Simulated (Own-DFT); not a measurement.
# One host, several defects: C11b WSi2

Calculated, not measured: single-point runs of Own-DFT, a retired in-house plane-wave DFT program that no person has reviewed, on unrelaxed cells, without spin or spin-orbit coupling.

All runs used: PBE; PseudoDojo norm-conserving scalar-relativistic files; cutoff 50 hartree; 5 x 5 x 5 k mesh centred on Gamma; cold (Marzari-Vanderbilt) smearing of 0.2 eV.

Known weak points: forces on such cells failed a check on a denser k mesh; stress not checked against mesh or cutoff.

All runs share one cell, with vectors in Å (-2.148, -5.953, 3.409); (-6.444, 2.976, 1.136); (-2.553, -2.948, -6.757) and a volume of 403.2 Å³. The atoms are randomly displaced, by u rms on each axis. The defect's site can differ from row to row.

```
cell,formula,u (Å),P (GPa)
no defect,Si20W10,0.0197,4.38
no defect,Si20W10,0.0207,4.55
no defect,Si20W10,0.0496,5.82
one Si vacancy,Si19W10,0.0277,3.51
one Si vacancy,Si19W10,0.0318,3.57
one Si vacancy,Si19W10,0.0485,4.41
one W vacancy,Si20W9,0.0294,3.99
one W vacancy,Si20W9,0.0310,3.31
one W vacancy,Si20W9,0.0498,3.86
one Si on a W site,Si21W9,0.0342,7.12
one Si on a W site,Si21W9,0.0444,6.68
one Si on a W site,Si21W9,0.0470,7.49
one W on a Si site,Si19W11,0.0272,10.05
one W on a Si site,Si19W11,0.0308,10.32
one W on a Si site,Si19W11,0.0485,10.59
one W on a Si site,Si19W11,0.0547,?
```

## Fit

P = P0 + c u² + a shift for each defect gives P0 = 4.45 GPa, c = 425 ± 120 GPa/Å² and a scatter of 0.34 GPa. The shifts, and each times the cell's volume:

- one W on a Si site: 5.30 ± 0.28 GPa, 13.3 eV
- one Si on a W site: 1.89 ± 0.29 GPa, 4.8 eV
- one Si vacancy: -1.20 ± 0.28 GPa, -3.0 eV
- one W vacancy: -1.34 ± 0.28 GPa, -3.4 eV

A positive shift means that the defect pushes the cell outwards. Shift times volume (160.2 GPa Å³ is 1 eV) depends little on the cell's size, so, taken for each site, it can be compared between cells at like pressure. The atoms around the defects weren't relaxed, which would change these numbers.

## Prediction

The question: what pressure belongs in the blank (one W on a Si site, u = 0.0547 Å)?

The fitted form gives 11.02 ± 0.44 GPa. DFT gave 11.97 GPa.
